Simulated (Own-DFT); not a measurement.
Simulation results for SiC (4H silicon carbide, strained, atoms displaced)

A calculation, not a measurement: plane-wave PBE density functional theory by an unreviewed code, no spin, of a simulated periodic cell, stress positive in tension, free energy of the whole cell less one offset for each atom, forces on such cells passed a denser k mesh, this cell's mesh not checked; offsets are fitted by least squares, one for each functional and potential file, so energies compare only between cells with the same atoms and settings and are not formation energies; the far tail of each file's local potential was reset to the Coulomb form; each entry is a single point on an unrelaxed cell, so the pressure reflects the starting lattice, mostly measured values (interpolated for alloys), from which strain is counted, and rises with the displacements; printed positions are rounded, which can move forces by about a meV/angstrom; the program, named Own-DFT, is a retired in-house code; no spin-orbit coupling. Program: Own-DFT development build.

Settings shared by all entries: functional PBE; potential files PseudoDojo norm-conserving, scalar-relativistic, standard set; wave cutoff 42 hartree; occupations Fermi-Dirac; smearing width 0.1 eV; hardware one NVIDIA H100; k mesh 5 x 5 x 3 centred on Gamma.

(1) 
```cif
# cell vector a (Å): 6.0464 0.0952 0.0029
# cell vector b (Å): -2.9407 5.3532 0.0102
# cell vector c (Å): 0.0048 0.0220 10.1194
data_SiC
_symmetry_space_group_name_H-M 'P 1'
_symmetry_Int_Tables_number 1
_cell_length_a 6.0472
_cell_length_b 6.1077
_cell_length_c 10.1194
_cell_angle_alpha 89.808
_cell_angle_beta 89.943
_cell_angle_gamma 117.879
_cell_volume 330.37
loop_
_atom_site_label
_atom_site_type_symbol
_atom_site_fract_x
_atom_site_fract_y
_atom_site_fract_z
_atom_site_occupancy
Si1 Si 0.00761 0.00640 0.40450 1
Si2 Si 0.16484 0.32555 0.15385 1
C1 C 0.99622 0.99896 0.08792 1
C2 C 0.15526 0.31477 0.35027 1
Si3 Si 0.02021 0.51177 0.40405 1
Si4 Si 0.14863 0.83464 0.15588 1
C3 C 0.00820 0.50618 0.09281 1
C4 C 0.16286 0.82782 0.34099 1
Si5 Si 0.49276 0.99986 0.40601 1
Si6 Si 0.67714 0.33622 0.16339 1
C5 C 0.50792 0.00512 0.09289 1
C6 C 0.66370 0.34551 0.34724 1
Si7 Si 0.49776 0.48976 0.40958 1
Si8 Si 0.67444 0.85623 0.15611 1
C7 C 0.48305 0.49421 0.09043 1
C8 C 0.65793 0.82865 0.33344 1
Si9 Si 0.00417 0.99662 0.90430 1
Si10 Si 0.82725 0.65318 0.66561 1
C9 C 0.00203 0.99732 0.59791 1
C10 C 0.82498 0.65884 0.84875 1
Si11 Si 0.99081 0.50278 0.91410 1
Si12 Si 0.81999 0.16110 0.65268 1
C11 C 0.99187 0.49467 0.59921 1
C12 C 0.84326 0.17347 0.83980 1
Si13 Si 0.47606 0.99817 0.90910 1
Si14 Si 0.33611 0.67764 0.65841 1
C13 C 0.50245 0.99520 0.59728 1
C14 C 0.34291 0.68125 0.84527 1
Si15 Si 0.49628 0.49782 0.90651 1
Si16 Si 0.32025 0.16338 0.66270 1
C15 C 0.49400 0.50145 0.59981 1
C16 C 0.32608 0.17304 0.83897 1
_calc_free_energy_of_cell_above_offsets '-2.441'  # eV
_calc_pressure 6.08  # GPa
_calc_stress_xx -13.2  # GPa
_calc_stress_yy -0.95  # GPa
_calc_stress_zz -4.08  # GPa
_calc_stress_yz 1.22  # GPa
_calc_stress_xz 0  # GPa
_calc_stress_xy 7.68  # GPa
_calc_wall_time 136.4  # s
```

Force:
```csv
element,x (eV/Å),y (eV/Å),z (eV/Å)
Si,-1.544,-3.069,1.759
Si,0.048,0.618,0.647
C,-0.436,0.766,0.442
C,0.946,2.522,-1.953
Si,-2.362,-1.587,1.836
Si,3.255,-0.324,0.048
C,-1.025,-0.338,1.636
C,0.194,0.996,0.051
Si,1.048,0.363,-0.059
Si,-1.891,0.232,-1.645
C,-2.742,0.938,0.208
C,3.129,-1.911,-0.385
Si,-2.021,2.187,0.561
Si,0.222,-3.436,-1.104
C,2.229,0.905,0.881
C,0.642,0.416,2.898
Si,-2.05,0.228,-0.751
Si,-0.806,1.356,-1.377
C,-0.831,-1.04,-0.954
C,-0.153,1.074,0.056
Si,2.214,-1.182,-2.198
Si,2.073,0.893,1.316
C,1.219,0.484,-1.561
C,-1.632,-0.356,1.225
Si,3.323,1.058,-0.532
Si,-0.68,-1.522,0.67
C,-2.066,0.514,-1.526
C,-1.479,-1.004,0.251
Si,-0.801,0.437,0.443
Si,0.904,0.605,-2.096
C,0.723,-0.639,-0.696
C,0.352,-0.183,1.906
```

(2) 
```cif
# cell vector a (Å): 6.1895 -0.0938 -0.0929
# cell vector b (Å): -3.1760 5.4346 0.0848
# cell vector c (Å): -0.1518 0.0724 9.9433
data_SiC
_symmetry_space_group_name_H-M 'P 1'
_symmetry_Int_Tables_number 1
_cell_length_a 6.1909
_cell_length_b 6.2952
_cell_length_c 9.9447
_cell_angle_alpha 88.427
_cell_angle_beta 91.741
_cell_angle_gamma 121.177
_cell_volume 331.41
loop_
_atom_site_label
_atom_site_type_symbol
_atom_site_fract_x
_atom_site_fract_y
_atom_site_fract_z
_atom_site_occupancy
Si1 Si 0.99791 0.99903 0.40858 1
Si2 Si 0.16238 0.33081 0.15746 1
C1 C 0.98965 0.99700 0.09852 1
C2 C 0.15776 0.32518 0.34511 1
Si3 Si 0.99312 0.50878 0.40786 1
Si4 Si 0.17060 0.85592 0.15388 1
C3 C 0.00174 0.49631 0.09932 1
C4 C 0.16294 0.83822 0.34687 1
Si5 Si 0.50193 0.99196 0.40608 1
Si6 Si 0.67870 0.35477 0.14507 1
C5 C 0.51534 0.01784 0.09108 1
C6 C 0.66173 0.34080 0.33207 1
Si7 Si 0.47497 0.47160 0.41008 1
Si8 Si 0.67562 0.84126 0.15659 1
C7 C 0.49608 0.49022 0.09400 1
C8 C 0.66411 0.84322 0.34420 1
Si9 Si 0.01313 0.00755 0.90197 1
Si10 Si 0.83519 0.66303 0.66079 1
C9 C 0.00314 0.99570 0.59737 1
C10 C 0.84425 0.68554 0.84592 1
Si11 Si 0.00183 0.49877 0.90793 1
Si12 Si 0.82074 0.14922 0.65001 1
C11 C 0.00189 0.50736 0.59758 1
C12 C 0.84657 0.17123 0.84727 1
Si13 Si 0.49341 0.98452 0.90176 1
Si14 Si 0.34478 0.66027 0.65789 1
C13 C 0.50046 0.01802 0.59237 1
C14 C 0.33058 0.66509 0.83876 1
Si15 Si 0.50163 0.50855 0.90710 1
Si16 Si 0.34123 0.18218 0.65130 1
C15 C 0.51107 0.51261 0.58967 1
C16 C 0.33654 0.16173 0.84192 1
_calc_free_energy_of_cell_above_offsets '-2.721'  # eV
_calc_pressure 4.61  # GPa
_calc_stress_xx -4.23  # GPa
_calc_stress_yy 1.39  # GPa
_calc_stress_zz -11  # GPa
_calc_stress_yz 1.84  # GPa
_calc_stress_xz -5.02  # GPa
_calc_stress_xy -5.87  # GPa
_calc_wall_time 118.1  # s
```

Force:
```csv
element,x (eV/Å),y (eV/Å),z (eV/Å)
Si,-0.243,-0.613,-0.173
Si,0.394,-0.085,0.258
C,1.57,1.394,-1.912
C,-1.37,0.502,0.461
Si,0.282,-0.781,-0.621
Si,1.862,-1.586,0.916
C,0.714,2.418,-1.597
C,0.31,0.07,-0.528
Si,-1.284,1.763,-1.033
Si,-0.056,-2.402,1.704
C,-0.831,-1.342,-0.244
C,0.12,-0.764,2.25
Si,1.818,2.888,-2.565
Si,-2.389,-1.19,0.491
C,-1.442,2.133,-0.593
C,0.722,-2.003,0.364
Si,-0.988,0.244,1.117
Si,1.013,0.96,-0.622
C,-0.882,0.372,-0.67
C,-0.092,-2.156,0.504
Si,-0.517,0.032,-0.176
Si,1.543,2.577,1.571
C,0.624,-1.237,-0.393
C,-1.218,-0.725,-1.106
Si,0.774,2.304,0.656
Si,-2.3,1.273,-1.594
C,0.327,-2.107,-0.109
C,0.628,-0.432,1.419
Si,0.78,-0.956,-0.322
Si,-0.058,-1.233,1.233
C,-0.373,-0.897,1.394
C,0.564,1.582,-0.083
```

(3) 
```cif
# cell vector a (Å): 6.1161 -0.0147 -0.0963
# cell vector b (Å): -3.0708 5.3283 0.1438
# cell vector c (Å): -0.1573 0.1803 10.2669
data_SiC
_symmetry_space_group_name_H-M 'P 1'
_symmetry_Int_Tables_number 1
_cell_length_a 6.1169
_cell_length_b 6.1515
_cell_length_c 10.2697
_cell_angle_alpha 87.351
_cell_angle_beta 91.782
_cell_angle_gamma 120.105
_cell_volume 333.93
loop_
_atom_site_label
_atom_site_type_symbol
_atom_site_fract_x
_atom_site_fract_y
_atom_site_fract_z
_atom_site_occupancy
Si1 Si 0.00732 0.00411 0.41038 1
Si2 Si 0.18341 0.33166 0.15710 1
C1 C 0.98848 0.00402 0.09101 1
C2 C 0.15715 0.32366 0.34254 1
Si3 Si 0.99959 0.50178 0.40590 1
Si4 Si 0.16268 0.83773 0.15809 1
C3 C 0.01038 0.52019 0.09830 1
C4 C 0.16685 0.83297 0.34394 1
Si5 Si 0.50260 0.00724 0.40710 1
Si6 Si 0.64830 0.33306 0.16073 1
C5 C 0.50113 0.00589 0.10799 1
C6 C 0.64939 0.31342 0.34749 1
Si7 Si 0.49587 0.48683 0.40729 1
Si8 Si 0.66639 0.83716 0.15274 1
C7 C 0.50290 0.51281 0.09763 1
C8 C 0.67543 0.83658 0.35038 1
Si9 Si 0.00427 0.01037 0.90466 1
Si10 Si 0.81699 0.67244 0.65251 1
C9 C 0.00865 0.98893 0.58177 1
C10 C 0.84285 0.66094 0.85079 1
Si11 Si 0.00880 0.51063 0.90582 1
Si12 Si 0.82761 0.16756 0.65929 1
C11 C 0.98677 0.48864 0.58893 1
C12 C 0.84900 0.18873 0.84495 1
Si13 Si 0.50703 0.00140 0.90665 1
Si14 Si 0.32764 0.65563 0.66737 1
C13 C 0.49969 0.00262 0.59992 1
C14 C 0.33931 0.67158 0.84082 1
Si15 Si 0.49591 0.51089 0.90538 1
Si16 Si 0.33630 0.16459 0.65256 1
C15 C 0.49610 0.50932 0.59067 1
C16 C 0.32498 0.15073 0.83995 1
_calc_free_energy_of_cell_above_offsets '-2.084'  # eV
_calc_pressure 4.01  # GPa
_calc_stress_xx -7.92  # GPa
_calc_stress_yy -7.68  # GPa
_calc_stress_zz 3.57  # GPa
_calc_stress_yz 6.53  # GPa
_calc_stress_xz -5.12  # GPa
_calc_stress_xy -0.55  # GPa
_calc_wall_time 128.1  # s
```

Force:
```csv
element,x (eV/Å),y (eV/Å),z (eV/Å)
Si,-0.303,-1.361,-2.328
Si,-3.746,0.318,0.501
C,1.812,0.649,-0.351
C,0.652,1.46,0.106
Si,0.12,-0.804,-0.297
Si,-0.053,0.055,0.418
C,0.067,-2.332,-0.787
C,-0.297,0.321,0.138
Si,0.829,-3.9,1.283
Si,3.069,0.739,-0.025
C,-0.79,0.064,-2.949
C,0.394,3.904,-1.001
Si,-0.963,1.661,-0.32
Si,0.065,0.514,2.809
C,0.136,-0.527,-1.713
C,-0.725,-0.912,-1.101
Si,0.293,-1.374,0.541
Si,2.865,-0.934,0.785
C,-1.405,1.599,3.695
C,-3.708,2.06,-1.987
Si,0.739,-0.587,2.168
Si,1.128,-0.185,-0.844
C,0.225,1.389,1.255
C,-0.473,-1.688,-0.316
Si,-0.344,0.886,0.799
Si,-1.257,0.919,-3.906
C,0.255,-1.203,-0.799
C,-0.504,0.583,1.672
Si,2.808,-2.091,0.689
Si,-0.599,0.148,0.603
C,-0.425,-1.533,0.755
C,0.133,2.162,0.508
```

(4) 
```cif
# cell vector a (Å): 6.2564 0.1058 0.0926
# cell vector b (Å): -3.0366 5.3319 0.0046
# cell vector c (Å): 0.1512 0.0959 10.0494
data_SiC
_symmetry_space_group_name_H-M 'P 1'
_symmetry_Int_Tables_number 1
_cell_length_a 6.2580
_cell_length_b 6.1360
_cell_length_c 10.0510
_cell_angle_alpha 89.909
_cell_angle_beta 88.281
_cell_angle_gamma 118.689
_cell_volume 338.36
loop_
_atom_site_label
_atom_site_type_symbol
_atom_site_fract_x
_atom_site_fract_y
_atom_site_fract_z
_atom_site_occupancy
Si1 Si 0.00320 0.00263 0.40717 1
Si2 Si 0.17341 0.34526 0.15405 1
C1 C 0.98731 0.99494 0.10756 1
C2 C 0.16576 0.34101 0.34840 1
Si3 Si 0.99431 0.50214 0.39682 1
Si4 Si 0.15832 0.83538 0.15602 1
C3 C 0.99349 0.50263 0.10046 1
C4 C 0.16553 0.84252 0.33440 1
Si5 Si 0.49444 0.99913 0.40707 1
Si6 Si 0.66188 0.32388 0.15222 1
C5 C 0.50226 0.00201 0.09551 1
C6 C 0.67127 0.33500 0.33549 1
Si7 Si 0.50232 0.50275 0.41150 1
Si8 Si 0.67195 0.83617 0.15150 1
C7 C 0.48481 0.47532 0.08782 1
C8 C 0.66178 0.83888 0.34169 1
Si9 Si 0.00339 0.00289 0.90339 1
Si10 Si 0.82754 0.67142 0.65158 1
C9 C 0.01131 0.00438 0.59272 1
C10 C 0.84370 0.67309 0.84123 1
Si11 Si 0.00350 0.49774 0.90425 1
Si12 Si 0.84174 0.17238 0.64489 1
C11 C 0.00499 0.49347 0.57895 1
C12 C 0.82576 0.17520 0.84213 1
Si13 Si 0.49842 0.00492 0.90637 1
Si14 Si 0.35636 0.67347 0.65409 1
C13 C 0.49186 0.01045 0.59092 1
C14 C 0.33029 0.65841 0.84666 1
Si15 Si 0.49154 0.48482 0.91739 1
Si16 Si 0.33065 0.16237 0.65985 1
C15 C 0.48455 0.50074 0.58980 1
C16 C 0.34801 0.18408 0.85045 1
_calc_free_energy_of_cell_above_offsets '-2.212'  # eV
_calc_pressure 1.28  # GPa
_calc_stress_xx 2.41  # GPa
_calc_stress_yy 0.98  # GPa
_calc_stress_zz -7.21  # GPa
_calc_stress_yz 1.91  # GPa
_calc_stress_xz 5.79  # GPa
_calc_stress_xy 7.66  # GPa
_calc_wall_time 131.8  # s
```

Force:
```csv
element,x (eV/Å),y (eV/Å),z (eV/Å)
Si,-0.773,0.483,-1.376
Si,-1.208,-1.701,1.806
C,1.362,1.73,-3.307
C,1.473,-0.268,-1.239
Si,0.222,0.482,-0.032
Si,0.944,0.044,-0.691
C,0.661,0.012,-1.928
C,0.738,-0.432,2.464
Si,-0.517,0.465,-1.62
Si,-0.04,0.618,0.587
C,-0.48,-1.157,-1.018
C,-0.999,-0.094,1.778
Si,-0.619,-0.113,-2.976
Si,-1.757,-1.45,1.242
C,0.835,2.246,3.204
C,1.064,-0.695,0.978
Si,-0.847,0.061,0.857
Si,1.506,-1.212,0.263
C,-0.691,-0.617,0.243
C,-0.91,-0.459,0.516
Si,-0.883,0.61,0.355
Si,-1.136,0.23,1.336
C,-1.055,1.707,2.027
C,1.399,-0.903,-0.57
Si,0.869,-1.023,0.223
Si,-4.415,0.555,0.951
C,2.459,-0.983,0.484
C,0.615,1.002,-0.354
Si,0.462,3.333,-3.855
Si,-0.822,1.381,0.226
C,3.726,-0.983,1.078
C,-1.182,-2.871,-1.653
```

(5) 
```cif
# cell vector a (Å): 6.2020 0.0781 -0.0231
# cell vector b (Å): -3.0334 5.2721 0.0487
# cell vector c (Å): -0.0377 0.0700 10.1705
data_SiC
_symmetry_space_group_name_H-M 'P 1'
_symmetry_Int_Tables_number 1
_cell_length_a 6.2025
_cell_length_b 6.0827
_cell_length_c 10.1708
_cell_angle_alpha 89.094
_cell_angle_beta 90.421
_cell_angle_gamma 119.194
_cell_volume 334.94
loop_
_atom_site_label
_atom_site_type_symbol
_atom_site_fract_x
_atom_site_fract_y
_atom_site_fract_z
_atom_site_occupancy
Si1 Si 0.00866 0.99773 0.40591 1
Si2 Si 0.15175 0.33524 0.16046 1
C1 C 0.00630 0.00122 0.09254 1
C2 C 0.16029 0.33101 0.34810 1
Si3 Si 0.99842 0.49595 0.40007 1
Si4 Si 0.18356 0.85440 0.16704 1
C3 C 0.99617 0.49454 0.10307 1
C4 C 0.16292 0.82290 0.34825 1
Si5 Si 0.52124 0.01918 0.40367 1
Si6 Si 0.67104 0.32694 0.15766 1
C5 C 0.48343 0.99030 0.08958 1
C6 C 0.65031 0.34326 0.34131 1
Si7 Si 0.50937 0.50558 0.40754 1
Si8 Si 0.65753 0.81264 0.15451 1
C7 C 0.50068 0.49752 0.09625 1
C8 C 0.67167 0.81952 0.33924 1
Si9 Si 0.98645 0.98974 0.91216 1
Si10 Si 0.83305 0.66632 0.65188 1
C9 C 0.00011 0.01045 0.59559 1
C10 C 0.84438 0.67077 0.83969 1
Si11 Si 0.99753 0.48382 0.90661 1
Si12 Si 0.84558 0.18219 0.65043 1
C11 C 0.99165 0.48668 0.59454 1
C12 C 0.84282 0.18698 0.85106 1
Si13 Si 0.49132 0.98241 0.89550 1
Si14 Si 0.34741 0.65950 0.66277 1
C13 C 0.49312 0.99426 0.58819 1
C14 C 0.33513 0.67501 0.84265 1
Si15 Si 0.50070 0.48661 0.90022 1
Si16 Si 0.33400 0.16780 0.65076 1
C15 C 0.49275 0.48552 0.59330 1
C16 C 0.32858 0.16939 0.84420 1
_calc_free_energy_of_cell_above_offsets '-1.847'  # eV
_calc_pressure 3.82  # GPa
_calc_stress_xx 0.68  # GPa
_calc_stress_yy -12.93  # GPa
_calc_stress_zz 0.77  # GPa
_calc_stress_yz 1.48  # GPa
_calc_stress_xz 0.02  # GPa
_calc_stress_xy 6.81  # GPa
_calc_wall_time 126.1  # s
```

Force:
```csv
element,x (eV/Å),y (eV/Å),z (eV/Å)
Si,-1.15,-0.161,0.42
Si,2.99,-0.931,-0.21
C,-1.237,-0.279,1.322
C,1.176,-0.051,-0.732
Si,-0.752,-0.341,1.807
Si,-1.279,-2.348,-1.666
C,-0.897,1.787,-1.61
C,1.177,2.091,-0.039
Si,-0.663,-2.78,0.239
Si,-1.551,-0.03,-1.076
C,2.395,0.611,0.322
C,3.69,-1.269,-0.233
Si,-2.977,-0.394,0.542
Si,0.122,2.283,-0.34
C,-0.43,-1.659,-1.347
C,-0.705,2.652,0.843
Si,1.206,1.317,-1.127
Si,0.437,0.072,0.694
C,0.866,-1.407,-1.062
C,-1.012,-1.055,0.538
Si,-0.56,4.715,1.934
Si,-1.401,-3.295,2.176
C,0.499,4.019,-1.648
C,-0.34,-5.535,-2.483
Si,-0.479,4.225,2.425
Si,-2.402,0.542,-2.03
C,1.32,0.325,0.948
C,0.873,-3.5,-0.216
Si,0.031,1.849,1.704
Si,-0.107,-1.911,1.638
C,0.974,2.307,-0.554
C,0.183,-1.849,-1.177
```
